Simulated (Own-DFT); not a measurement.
# Computed records: GaP (zincblende, atoms displaced)

Computed with Own-DFT development build. A calculation, not a measurement: plane-wave PBE density functional theory by an unreviewed code, no spin, of a simulated periodic cell, stress positive in tension, free energy of the whole cell less one offset for each atom, forces on such cells passed a denser k mesh, this cell's mesh not checked; offsets are fitted by least squares, one for each functional and potential file, so energies compare only between cells with the same atoms and settings and are not formation energies; the far tail of each file's local potential was reset to the Coulomb form; each entry is a single point on an unrelaxed cell, so the pressure reflects the starting lattice, mostly measured values (interpolated for alloys), from which strain is counted, and rises with the displacements; printed positions are rounded, which can move forces by about a meV/angstrom; the program, named Own-DFT, is a retired in-house code; no spin-orbit coupling.

```cif
# cell vector a (Å): 16.3515 0.0000 0.0000
# cell vector b (Å): 0.0000 10.9010 0.0000
# cell vector c (Å): 0.0000 0.0000 10.9010
data_GaP
_symmetry_space_group_name_H-M 'P 1'
_symmetry_Int_Tables_number 1
_cell_length_a 16.3515
_cell_length_b 10.9010
_cell_length_c 10.9010
_cell_angle_alpha 90.000
_cell_angle_beta 90.000
_cell_angle_gamma 90.000
_cell_volume 1943.08
loop_
_atom_site_label
_atom_site_type_symbol
_atom_site_fract_x
_atom_site_fract_y
_atom_site_fract_z
_atom_site_occupancy
Ga1 Ga 0.99971 0.00030 0.00200 1
Ga2 Ga 0.99917 0.25122 0.25088 1
Ga3 Ga 0.16581 0.00015 0.25106 1
Ga4 Ga 0.16731 0.24997 0.99825 1
P1 P 0.08292 0.12387 0.12390 1
P2 P 0.08193 0.37694 0.37432 1
P3 P 0.24923 0.12333 0.37622 1
P4 P 0.25033 0.37853 0.12314 1
Ga5 Ga 0.99869 0.99990 0.50001 1
Ga6 Ga 0.99997 0.24966 0.74998 1
Ga7 Ga 0.16714 0.99590 0.75418 1
Ga8 Ga 0.16634 0.24934 0.49857 1
P5 P 0.08284 0.12504 0.62445 1
P6 P 0.08457 0.37383 0.87281 1
P7 P 0.25025 0.12476 0.87534 1
P8 P 0.25174 0.37508 0.62242 1
Ga9 Ga 0.99870 0.50236 0.00148 1
Ga10 Ga 0.99963 0.75447 0.25307 1
Ga11 Ga 0.16515 0.49892 0.24901 1
Ga12 Ga 0.16605 0.74964 0.99993 1
P9 P 0.08292 0.62378 0.12477 1
P10 P 0.08591 0.87533 0.37538 1
P11 P 0.24846 0.62557 0.37650 1
P12 P 0.24872 0.87370 0.12671 1
Ga13 Ga 0.99865 0.49767 0.49827 1
Ga14 Ga 0.00013 0.75211 0.75227 1
Ga15 Ga 0.16741 0.49840 0.75236 1
Ga16 Ga 0.16678 0.75099 0.49981 1
P13 P 0.08263 0.62319 0.62306 1
P14 P 0.08536 0.87636 0.87365 1
P15 P 0.24911 0.62525 0.87491 1
P16 P 0.25056 0.87647 0.62365 1
Ga17 Ga 0.33527 0.00425 0.99815 1
Ga18 Ga 0.33324 0.24905 0.25151 1
Ga19 Ga 0.49871 0.00092 0.24774 1
Ga20 Ga 0.50025 0.24881 0.99928 1
P17 P 0.41678 0.12293 0.12536 1
P18 P 0.41730 0.37397 0.38155 1
P19 P 0.58313 0.12594 0.37506 1
P20 P 0.58213 0.37594 0.12658 1
Ga21 Ga 0.33349 0.00106 0.50157 1
Ga22 Ga 0.33278 0.24757 0.74920 1
Ga23 Ga 0.50201 0.99878 0.75087 1
Ga24 Ga 0.49843 0.24856 0.50006 1
P21 P 0.41649 0.12838 0.62582 1
P22 P 0.41815 0.37624 0.87891 1
P23 P 0.58373 0.12404 0.87634 1
P24 P 0.58281 0.37313 0.62842 1
Ga25 Ga 0.33306 0.49897 0.99939 1
Ga26 Ga 0.33300 0.74861 0.25158 1
Ga27 Ga 0.50017 0.50125 0.25194 1
Ga28 Ga 0.49956 0.75448 0.99791 1
P25 P 0.41595 0.62521 0.12647 1
P26 P 0.41651 0.87621 0.37330 1
P27 P 0.58584 0.62489 0.37628 1
P28 P 0.58251 0.87334 0.12319 1
Ga29 Ga 0.33129 0.49818 0.49914 1
Ga30 Ga 0.33535 0.74522 0.74854 1
Ga31 Ga 0.50024 0.50131 0.75195 1
Ga32 Ga 0.49979 0.75259 0.50291 1
P29 P 0.41821 0.62799 0.62802 1
P30 P 0.41561 0.87599 0.87616 1
P31 P 0.58343 0.62880 0.87403 1
P32 P 0.58237 0.87359 0.62112 1
Ga33 Ga 0.66728 0.00172 0.00103 1
Ga34 Ga 0.66900 0.25051 0.24863 1
Ga35 Ga 0.83414 0.00087 0.25087 1
Ga36 Ga 0.83425 0.25008 0.00086 1
P33 P 0.74937 0.12471 0.12224 1
P34 P 0.75238 0.37606 0.37696 1
P35 P 0.91536 0.12407 0.37710 1
P36 P 0.91546 0.37590 0.12522 1
Ga37 Ga 0.66858 0.00226 0.49981 1
Ga38 Ga 0.66593 0.24822 0.74740 1
Ga39 Ga 0.83490 0.99761 0.74817 1
Ga40 Ga 0.83381 0.24859 0.50237 1
P37 P 0.75006 0.12595 0.62532 1
P38 P 0.75148 0.37498 0.87364 1
P39 P 0.91775 0.12271 0.87616 1
P40 P 0.91470 0.37545 0.63018 1
Ga41 Ga 0.66532 0.49957 0.00282 1
Ga42 Ga 0.66534 0.74966 0.24764 1
Ga43 Ga 0.83391 0.49817 0.25189 1
Ga44 Ga 0.83139 0.75030 0.99976 1
P41 P 0.74977 0.62621 0.12614 1
P42 P 0.75082 0.87474 0.37660 1
P43 P 0.91754 0.62341 0.37822 1
P44 P 0.91801 0.87564 0.12407 1
Ga45 Ga 0.66632 0.50318 0.50060 1
Ga46 Ga 0.66776 0.74814 0.74980 1
Ga47 Ga 0.83301 0.49940 0.74823 1
Ga48 Ga 0.83309 0.75344 0.50179 1
P45 P 0.74882 0.62583 0.62727 1
P46 P 0.74995 0.87400 0.87234 1
P47 P 0.91568 0.62754 0.87550 1
P48 P 0.91699 0.87547 0.62486 1
_calc_functional 'PBE'
_calc_potential_files 'PseudoDojo norm-conserving, scalar-relativistic, standard set'
_calc_wave_cutoff 42  # hartree
_calc_occupations 'Fermi-Dirac'
_calc_smearing_width 0.1  # eV
_calc_hardware 'one NVIDIA H200'
_calc_k_mesh '2 x 3 x 3 centred on Gamma'
_calc_stress_yy ?
```

Question: What stress yy does the calculation give for GaP (zincblende, atoms displaced)?
Answer: -2.72 GPa

Further results for GaP (zincblende, atoms displaced):

- free energy of cell above offsets: -53.546 eV
- pressure: 2.73 GPa
- stress xx: -2.75 GPa
- stress zz: -2.73 GPa
- stress yz: 0.06 GPa
- stress xz: 0.07 GPa
- stress xy: 0.04 GPa
- wall time: 921.1 s

Force:
```csv
element,x (eV/Å),y (eV/Å),z (eV/Å)
Ga,0.262,-0.126,-0.312
Ga,0.001,-0.212,-0.113
Ga,0.166,0.046,-0.252
Ga,-0.067,0.058,0.248
P,0.106,0.355,0.249
P,0.212,-0.399,0.045
P,0.09,0.168,-0.184
P,-0.096,-0.608,0.361
Ga,0.384,-0.05,-0.061
Ga,0.029,-0.09,0.074
Ga,0.188,0.578,-0.693
Ga,-0.074,0.147,0.093
P,0.166,-0.177,0.177
P,-0.436,0.141,0.415
P,-0.046,0.018,-0.101
P,-0.491,-0.215,0.47
Ga,0.157,-0.257,-0.336
Ga,0.152,-0.506,-0.117
Ga,0.202,0.207,0.055
Ga,0.056,0,0.116
P,-0.168,0.398,0.174
P,-0.568,0.153,0.171
P,0.109,-0.226,-0.22
P,0.335,0.291,-0.292
Ga,0.027,0.014,0.54
Ga,0.156,-0.276,-0.276
Ga,-0.007,0.14,-0.542
Ga,-0.033,-0.147,0.305
P,0.048,0.129,0.32
P,-0.585,-0.279,0.554
P,0.262,-0.034,0.015
P,0.077,-0.349,0.353
Ga,-0.501,-0.561,0.346
Ga,-0.032,0.221,-0.029
Ga,0.423,-0.205,0.256
Ga,0.045,0.045,0.271
P,-0.032,0.572,-0.043
P,-0.168,0.239,-0.852
P,0.098,-0.044,-0.195
P,0.11,-0.254,0.003
Ga,0.172,0.008,-0.112
Ga,0.132,0.534,0.25
Ga,-0.306,0.027,-0.18
Ga,0.511,0.073,0.245
P,0.191,-0.692,0.127
P,-0.34,-0.255,-0.532
P,0.068,0.086,-0.162
P,-0.075,0.321,-0.524
Ga,0.124,0.393,0.025
Ga,-0.107,0.1,-0.06
Ga,-0.149,-0.058,0.167
Ga,-0.166,-0.528,0.167
P,0.201,0.059,-0.232
P,-0.024,-0.088,0.28
P,-0.648,0.285,-0.048
P,0.167,0.45,0.2
Ga,0.423,0.57,0.166
Ga,-0.532,0.672,0.302
Ga,0.092,-0.068,0.046
Ga,-0.119,-0.303,-0.662
P,-0.107,-0.764,-0.661
P,0.007,0.014,-0.408
P,-0.014,-0.338,0.328
P,0.661,0.418,0.567
Ga,-0.109,-0.474,-0.249
Ga,-0.252,0.143,0.237
Ga,-0.194,-0.133,-0.198
Ga,-0.078,-0.044,-0.285
P,0.382,0.038,0.403
P,-0.403,-0.178,0.08
P,0.257,0.238,-0.204
P,0.222,-0.107,0.001
Ga,-0.323,-0.168,-0.056
Ga,0.196,0.157,0.493
Ga,-0.218,0.311,0.223
Ga,-0.015,0.25,0.009
P,0.129,-0.267,0.125
P,-0.438,-0.08,0.225
P,-0.181,0.181,-0.13
P,0.459,-0.227,-0.654
Ga,0.176,0.105,-0.387
Ga,0.234,0.167,0.288
Ga,-0.033,0.445,-0.073
Ga,0.177,0.08,0.085
P,0.103,-0.285,0.039
P,-0.23,0.075,-0.442
P,-0.332,0.464,-0.316
P,-0.423,-0.115,0.151
Ga,0.12,-0.57,0.239
Ga,-0.389,0.375,-0.101
Ga,-0.13,0.413,0.41
Ga,0.028,-0.537,-0.009
P,0.407,-0.063,-0.363
P,-0.055,0.319,0.234
P,0.02,-0.207,-0.091
P,0.173,-0.125,0.031
```
